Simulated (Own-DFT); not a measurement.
AlGa₃N₄ (wurtzite random alloy, strained, atoms displaced) (calculated)

A calculation, not a measurement: plane-wave PBE density functional theory by an unreviewed code, no spin, of a simulated periodic cell, stress positive in tension, free energy of the whole cell less one offset for each atom, forces on such cells passed a denser k mesh, this cell's mesh not checked; offsets are fitted by least squares, one for each functional and potential file, so energies compare only between cells with the same atoms and settings and are not formation energies; the far tail of each file's local potential was reset to the Coulomb form; each entry is a single point on an unrelaxed cell, so the pressure reflects the starting lattice, mostly measured values, from which strain is counted, and rises with the displacements; printed positions are rounded, which can move forces by about a meV/angstrom; the program is a retired in-house code; no spin-orbit coupling. Program: Own-DFT development build.

Common to all runs: functional PBE; k mesh 4 x 4 x 3 centred on Gamma.

(1) 
```xyz
72
Lattice="9.4855 0.0000 0.0000 -4.7427 8.2147 0.0000 0.0000 0.0000 10.2685" Properties=species:S:1:pos:R:3:force_x:R:1:force_y:R:1:force_z:R:1 formula=AlGa3N4 potential_files=PseudoDojo_norm-conserving,scalar-relativistic,standard_set_with_the_stringent_files_for_Ga wave_cutoff=96 occupations=Gaussian smearing_width=0.01 free_energy_of_cell_above_offsets=-10.243 pressure=7.66 stress_xx=-8.14 stress_yy=-7.07 stress_zz=-7.79 stress_yz=-0.07 stress_xz=0.33 stress_xy=1.43
Ga    -0.0496     1.8644    10.2313      1.684     -0.233      0.342
Ga     1.5507     0.8630     2.5695       1.18      1.875      0.767
N      0.0084     1.7611     1.9195     -0.554      0.944     -0.102
N      1.6171     0.9381     4.5514      0.061     -0.603     -0.155
Ga    -0.0216     1.8035     5.0984       0.24      0.361       0.42
Ga     1.6148     0.9743     7.6943      0.462     -1.035     -0.347
N      0.0614     1.7770     7.0228     -1.329      1.206      0.963
N      1.6542     0.8963     9.6170     -1.463      0.272       0.05
Al    -1.5841     4.5776     0.0437     -0.511     -0.177     -0.762
Ga    -0.0530     3.6060     2.6147      1.234     -0.167     -0.366
N     -1.5131     4.5249     1.9024     -2.362      0.235      0.261
N     -0.0923     3.6878     4.5339      3.234     -1.632     -0.827
Ga    -1.5334     4.5301     5.1138     -2.948      1.386      0.735
Ga     0.0546     3.6860     7.7658     -1.739     -1.086     -1.158
N     -1.5823     4.5656     7.0358     -0.241     -1.057      1.205
N     -0.0442     3.7172     9.6493      0.336     -0.067      0.831
Ga    -3.1136     7.2802    10.1950     -0.366       0.44       1.07
Ga    -1.5453     6.4201     2.5661     -0.574     -0.403     -0.131
N     -3.1144     7.3907     1.9399     -1.277     -3.484     -0.409
N     -1.5836     6.3975     4.4840     -1.295     -0.082      0.644
Al    -3.1624     7.3285     5.1849      0.686     -0.032     -0.307
Ga    -1.6043     6.3512     7.6979      1.155      0.566      0.329
N     -3.1499     7.2783     7.0964     -0.146      0.467     -0.771
N     -1.4865     6.3797     9.7353     -2.545     -1.649     -1.509
Ga     3.1902     1.8177    10.2264     -0.403     -0.307      1.727
Ga     4.7766     0.9380     2.5745     -0.632     -0.664       0.54
N      3.1960     1.7799     1.9749     -0.774      1.019     -0.653
N      4.7270     0.8919     4.5185     -0.167      0.658      -0.32
Al     3.2193     1.8718     5.0830     -0.557     -0.925      0.218
Al     4.7820     0.9593     7.7099     -0.821     -0.726     -0.406
N      3.2159     1.7890     6.9882      0.325      0.743      0.386
N      4.7434     0.9567     9.6375      0.622      -1.06     -1.168
Al     1.5547     4.5863    10.2619     -0.115     -0.457        0.4
Ga     3.1571     3.7013     2.5538     -0.403     -1.553     -0.293
N      1.5662     4.5238     1.9369     -0.457      0.216     -1.082
N      3.1671     3.6534     4.4723      0.206      0.045      1.035
Ga     1.6158     4.5606     5.1811     -0.901      0.296     -1.322
Ga     3.1148     3.6640     7.6965      1.381     -1.026     -0.266
N      1.5543     4.5350     7.0737      0.911      1.174      0.066
N      3.0557     3.5762     9.6257      0.229      2.384      0.157
Ga    -0.0113     7.2654    10.2531      0.133      2.405      1.003
Ga     1.5249     6.3717     2.4959      1.063     -0.249      1.108
N      0.0121     7.3038     1.9391     -0.036      0.659     -0.474
N      1.5816     6.4029     4.4918      0.089     -0.465     -0.175
Ga    -0.0405     7.2904     5.1428      0.742      0.329      0.139
Ga     1.6404     6.4164     7.6688     -1.002      0.354       0.03
N      0.0172     7.3643     7.0768     -0.296      -0.35      0.709
N      1.4494     6.3918     9.6426      3.417     -1.268     -0.422
Ga     6.3219     1.7649     0.0280     -0.177       1.23     -0.971
Ga     7.8759     0.9308     2.5213      0.112     -0.472      0.947
N      6.3061     1.8607     1.9076       0.65     -0.144       0.43
N      7.8339     0.9217     4.5482      1.011      0.805     -1.881
Ga     6.3061     1.8489     5.1869     -0.572     -1.867     -1.635
Ga     7.8871     0.8994     7.7490      0.382      1.026     -2.425
N      6.2672     1.7948     6.9731      0.735      0.757      4.205
N      7.9207     0.9600     9.5675     -0.594     -0.878       2.07
Ga     4.7483     4.5677    10.2076      -1.66      0.012      1.129
Al     6.2997     3.6002     2.5114      0.638      1.032      1.336
N      4.7432     4.5004     1.9714      1.231      1.973     -0.138
N      6.2970     3.5455     4.6044     -0.649      3.514     -2.799
Al     4.6738     4.5608     5.1111      1.656     -0.403       0.45
Al     6.3297     3.5972     7.6772      0.624      0.122     -0.076
N      4.8352     4.4953     7.0528      -1.56      0.534     -0.576
N      6.2458     3.7013     9.6253      2.711     -0.959     -0.724
Ga     3.1868     7.2875     0.0380     -0.725      0.168      -1.03
Al     4.7842     6.3855     2.7169      0.171      0.001     -3.086
N      3.1917     7.2874     1.9097      0.443     -0.439      1.524
N      4.7672     6.4001     4.5295      0.625      -0.53       0.59
Ga     3.1850     7.3692     5.0293     -0.962     -1.151      1.193
Ga     4.7686     6.3359     7.6747     -0.599      0.652     -0.354
N      3.1521     7.3994     7.0044      0.788     -2.052      0.313
N      4.7247     6.4015     9.6227      0.241     -0.207     -0.201
```

Units: wave_cutoff in hartree; smearing_width, free_energy_of_cell_above_offsets in eV; pressure, stress_xx, stress_yy, stress_zz, stress_yz, stress_xz, stress_xy in GPa; force_x, force_y, force_z in eV/Å.

(2) 
```xyz
72
Lattice="9.3428 0.0000 0.0000 -4.6714 8.0911 0.0000 0.0000 0.0000 10.2685" Properties=species:S:1:pos:R:3:force_x:R:1:force_y:R:1:force_z:R:1 formula=AlGa3N4 potential_files=PseudoDojo_norm-conserving,scalar-relativistic,standard_set wave_cutoff=42 occupations=Fermi-Dirac smearing_width=0.1 free_energy_of_cell_above_offsets=9.631 pressure=15.57 stress_xx=-15.6 stress_yy=-20.36 stress_zz=-10.75 stress_yz=-0.03 stress_xz=0.41 stress_xy=0.51
Ga    -0.0503     1.8353    10.2531      0.816      0.494      0.142
Ga     1.5926     0.9002     2.5206     -0.644      1.481      1.159
N      0.0087     1.7848     1.8915      0.038      1.221      0.684
N      1.4931     0.8879     4.5559      0.375      0.943     -1.348
Ga    -0.1328     1.7327     5.1337      2.342      0.816      0.822
Al     1.5820     0.8793     7.7155      -0.25      1.508      0.191
N     -0.0441     1.8003     7.0684      3.284      0.615     -0.559
N      1.5162     0.9978     9.6073      0.928     -1.276     -0.832
Ga    -1.5807     4.4766    10.1489      0.338      0.333      2.034
Ga    -0.0166     3.6257     2.6275      0.757     -0.027     -1.258
N     -1.6079     4.5586     1.9734      0.258     -1.442     -1.281
N      0.0087     3.4882     4.5236       0.89      2.031      0.467
Ga    -1.4999     4.4591     5.1769     -0.889     -0.094     -1.501
Ga    -0.0507     3.6177     7.7009      1.194     -0.735       -0.2
N     -1.5656     4.4776     7.0312      -0.89       0.25      1.109
N      0.0448     3.6721     9.5860     -1.554     -0.916      0.441
Ga    -3.1068     7.2061     0.0078      0.642      1.675     -0.624
Ga    -1.5670     6.3208     2.5526     -0.058      0.674     -0.003
N     -3.0976     7.3134     1.8511     -0.111      -2.57      1.514
N     -1.5651     6.2599     4.4731     -0.626      0.195      0.795
Ga    -3.0655     7.2846     5.2296      -0.11     -1.812     -0.705
Ga    -1.5898     6.2645     7.6984      0.462      0.559     -0.134
N     -3.1485     7.2122     7.1321       0.22      0.436     -0.169
N     -1.6024     6.2973     9.5939       0.97     -0.011      0.411
Ga     3.1740     1.7942    10.1941     -0.784      0.224      0.355
Ga     4.6598     0.9540     2.6008     -0.259     -0.853     -0.736
N      3.0921     1.8617     1.8759      0.683     -3.181     -0.606
N      4.5513     0.9313     4.5055      3.085     -0.678      0.147
Ga     3.0915     1.8061     5.0893     -1.526      1.997      1.427
Al     4.7040     0.9114     7.6966     -0.113     -0.789      0.298
N      3.1587     1.7590     7.1091     -0.505      0.207     -0.037
N      4.7540     0.8298     9.6636     -0.356      1.749     -1.725
Ga     1.5573     4.5248    10.2571     -1.077      1.201      1.526
Ga     3.1815     3.4880     2.5436     -0.976      2.901      -0.22
N      1.6816     4.5170     1.9524     -2.112     -1.648     -0.747
N      3.1083     3.6619     4.3573     -0.163      0.052      3.607
Al     1.5936     4.5787     5.1342     -0.091     -2.383      -0.08
Ga     3.1791     3.6796     7.7028     -1.462     -1.905      1.365
N      1.5640     4.4454     7.1207     -0.242      0.299     -2.474
N      3.0066     3.6428     9.7526      4.638     -0.569     -2.092
Ga     0.0231     7.1826     0.0332     -0.305     -0.763      0.265
Ga     1.5566     6.2275     2.5230      0.818      1.557      0.361
N      0.0500     7.2137     1.9733     -0.887      0.247      -0.42
N      1.5192     6.2546     4.4441      1.167      1.321      1.372
Ga    -0.0481     7.1932     5.1415      0.707      0.052     -0.601
Ga     1.4741     6.2410     7.6389      1.794      0.828      1.451
N      0.0113     7.1915     7.0496     -1.287      1.129      0.203
N      1.5548     6.3235     9.6271      1.352      0.277     -0.179
Al     6.2408     1.8367    10.1106      0.634     -3.834      2.769
Ga     7.7976     0.9507     2.5523      -0.17     -0.991     -0.593
N      6.2128     1.8312     1.9955      0.305      -1.63     -2.597
N      7.7910     0.8409     4.4715     -2.866     -0.005      0.248
Al     6.1838     1.8318     5.1209     -0.176     -2.041      0.818
Ga     7.8600     0.9638     7.6340     -2.595     -1.892      1.945
N      6.2267     1.8371     7.1118     -0.568     -1.829     -1.932
N      7.8175     0.8718     9.6402     -1.358      0.116     -0.239
Al     4.6925     4.5462     0.0539     -0.772     -0.757     -0.975
Ga     6.1906     3.5208     2.5759      0.357      2.782      0.449
N      4.6274     4.4764     1.8969      1.789      0.998     -0.002
N      6.1689     3.5103     4.5475      1.619      0.977     -0.652
Ga     4.7761     4.5920     5.0828     -1.894     -2.524      1.644
Ga     6.2042     3.5327     7.7729      -0.24      2.115     -1.798
N      4.6605     4.5337     7.1305      1.736      1.791      -0.93
N      6.2179     3.4711     9.6111     -1.009      3.523       1.07
Al     3.1852     7.1888     0.0003     -0.762     -0.078     -0.563
Ga     4.6582     6.3178     2.6116      0.886     -0.355     -0.795
N      3.1725     7.1987     1.8765     -0.878      0.362      0.138
N      4.6985     6.2919     4.5512     -0.067      2.493      -0.77
Al     3.1682     7.2086     5.0599     -1.565     -1.133      1.392
Al     4.6793     6.3949     7.7176     -1.074     -1.472      0.422
N      3.0931     7.2307     7.1038      0.704     -0.962     -1.703
N      4.7764     6.3159     9.6508     -2.514     -1.272     -0.967
```

Units: wave_cutoff in hartree; smearing_width, free_energy_of_cell_above_offsets in eV; pressure, stress_xx, stress_yy, stress_zz, stress_yz, stress_xz, stress_xy in GPa; force_x, force_y, force_z in eV/Å.

(3) 
```xyz
72
Lattice="9.3428 0.0000 0.0000 -4.6714 8.0911 0.0000 0.0000 0.0000 10.2685" Properties=species:S:1:pos:R:3:force_x:R:1:force_y:R:1:force_z:R:1 formula=AlGa3N4 potential_files=PseudoDojo_norm-conserving,scalar-relativistic,standard_set wave_cutoff=42 occupations=Fermi-Dirac smearing_width=0.1 free_energy_of_cell_above_offsets=10.932 pressure=15.95 stress_xx=-15.79 stress_yy=-20.88 stress_zz=-11.19 stress_yz=-1.23 stress_xz=1.05 stress_xy=0.4
Ga     0.0505     1.7749     0.0431     -1.299      0.016      0.695
Ga     1.6145     0.8798     2.5954     -0.283      0.799      -0.02
N      0.0690     1.7840     1.9944     -0.477      1.317     -0.741
N      1.5554     0.9439     4.4668     -0.998     -1.596      2.326
Al    -0.0986     1.7594     5.2010      0.971      0.139     -1.276
Ga     1.6497     0.8610     7.7073     -0.626      1.704        0.2
N      0.0529     1.8281     7.0658     -0.423     -0.153      0.233
N      1.5396     0.9163     9.6619      1.119     -1.198     -0.835
Ga    -1.5618     4.4952    10.2584      0.614     -0.368      0.297
Al     0.0087     3.5748     2.5894      1.086      0.165      0.192
N     -1.5032     4.5509     1.9580     -0.394     -1.104      -0.03
N      0.0489     3.5237     4.5283     -0.452      0.824     -0.034
Ga    -1.6711     4.5470     5.1193      1.476     -3.302      0.814
Al     0.0803     3.6252     7.6177     -1.384     -0.085      0.672
N     -1.6480     4.6011     7.0315       1.52     -3.433      0.358
N      0.0414     3.5285     9.6549     -1.497      1.132     -2.078
Ga    -3.1046     7.1453    10.2459     -0.245      1.141      1.158
Al    -1.4827     6.2573     2.6143     -0.171      1.771     -0.513
N     -3.1716     7.2450     1.9562      3.093     -1.556     -1.235
N     -1.5703     6.1751     4.4831     -0.386      4.591     -0.792
Al    -3.0869     7.2175     5.1942     -0.732      -0.26     -1.413
Ga    -1.6790     6.2679     7.6852      2.794      1.514     -0.383
N     -3.1696     7.1790     7.1245      0.649      1.198     -2.354
N     -1.5943     6.2787     9.5487      0.467     -0.208      1.213
Ga     3.1232     1.8700    10.2425     -0.546     -2.653       1.73
Ga     4.6481     0.9373     2.5661       1.94     -0.324       0.75
N      3.1502     1.7514     1.9503     -1.019      1.468     -0.766
N      4.6993     0.8470     4.5476     -0.877      1.589     -1.185
Ga     3.1202     1.8345     5.0744      0.188     -1.335      0.841
Al     4.6749     0.9710     7.6762      0.401     -1.273      0.328
N      3.1755     1.8861     7.0502     -0.234     -2.597      0.149
N      4.6639     0.9511     9.7441      0.144     -0.102     -2.944
Ga     1.5293     4.4903    10.2098      0.061      1.186      1.264
Ga     3.1688     3.6010     2.5293     -0.866     -0.785      1.451
N      1.6457     4.4967     1.8776      -1.85       0.58      1.312
N      3.1609     3.5808     4.5982      -1.25      1.703     -1.478
Al     1.5898     4.4945     5.1534     -0.187     -0.503     -0.108
Ga     3.1550     3.5767     7.7043     -0.904      1.045      0.969
N      1.6270     4.5580     7.1085     -1.209     -1.215     -0.941
N      3.0764     3.5677     9.7338      0.496       1.98     -2.326
Ga    -0.0845     7.2213    10.2500      0.781      0.408      1.397
Al     1.6523     6.2970     2.5451     -1.265     -0.245      0.419
N      0.0693     7.2552     1.9918     -0.988     -2.586      -0.21
N      1.5786     6.2634     4.5386     -0.556      -1.52      -1.91
Ga     0.0619     7.2113     5.1177     -1.071     -1.515     -0.197
Ga     1.5278     6.2742     7.8124     -0.009       1.62     -0.564
N      0.0386     7.2326     6.9784     -1.093      0.445      2.695
N      1.5277     6.3852     9.7346      0.753     -1.069     -0.787
Ga     6.2645     1.8898    10.2173     -1.666     -0.784      2.607
Ga     7.8495     0.8361     2.5188     -0.675      3.589       1.51
N      6.2579     1.7890     1.9711      0.288      2.236     -0.498
N      7.7099     0.9242     4.4494      1.866     -0.656        1.1
Ga     6.2267     1.8149     5.1075     -0.378      0.479      0.338
Ga     7.8580     0.7647     7.8252     -0.591      3.719     -0.414
N      6.2128     1.8122     7.0440      0.568     -0.521      0.895
N      7.6944     0.9286     9.7212      2.972     -1.214     -0.871
Ga     4.6627     4.4217    10.2285     -0.688       1.42      2.067
Al     6.2812     3.6435     2.6453      -0.06     -1.391     -2.632
N      4.7098     4.4610     2.0276       1.52      0.482     -2.027
N      6.1261     3.6495     4.4027      2.543     -1.729      1.152
Ga     4.7379     4.4798     5.1386     -2.345      0.967      1.263
Ga     6.2064     3.5579     7.7922      0.429      0.374     -4.018
N      4.6299     4.4944     7.0992      1.471      0.388     -0.255
N      6.1701     3.6402     9.5523      1.544       0.12      2.819
Ga     3.2399     7.1688     0.0611     -2.721      1.032       0.68
Ga     4.7885     6.2808     2.5933     -2.529      -0.27      0.781
N      3.0729     7.2876     1.9707      1.325      -4.57     -1.043
N      4.6494     6.2435     4.5058      0.841      2.145      1.139
Ga     2.9975     7.1771     5.2327      2.229      0.822     -1.873
Ga     4.7115     6.2804     7.7212     -2.183     -0.553     -0.334
N      3.1106     7.2526     7.0597      0.179      -2.64      1.317
N      4.6598     6.2760     9.6273      0.796     -0.797     -0.043
```

Units: wave_cutoff in hartree; smearing_width, free_energy_of_cell_above_offsets in eV; pressure, stress_xx, stress_yy, stress_zz, stress_yz, stress_xz, stress_xy in GPa; force_x, force_y, force_z in eV/Å.
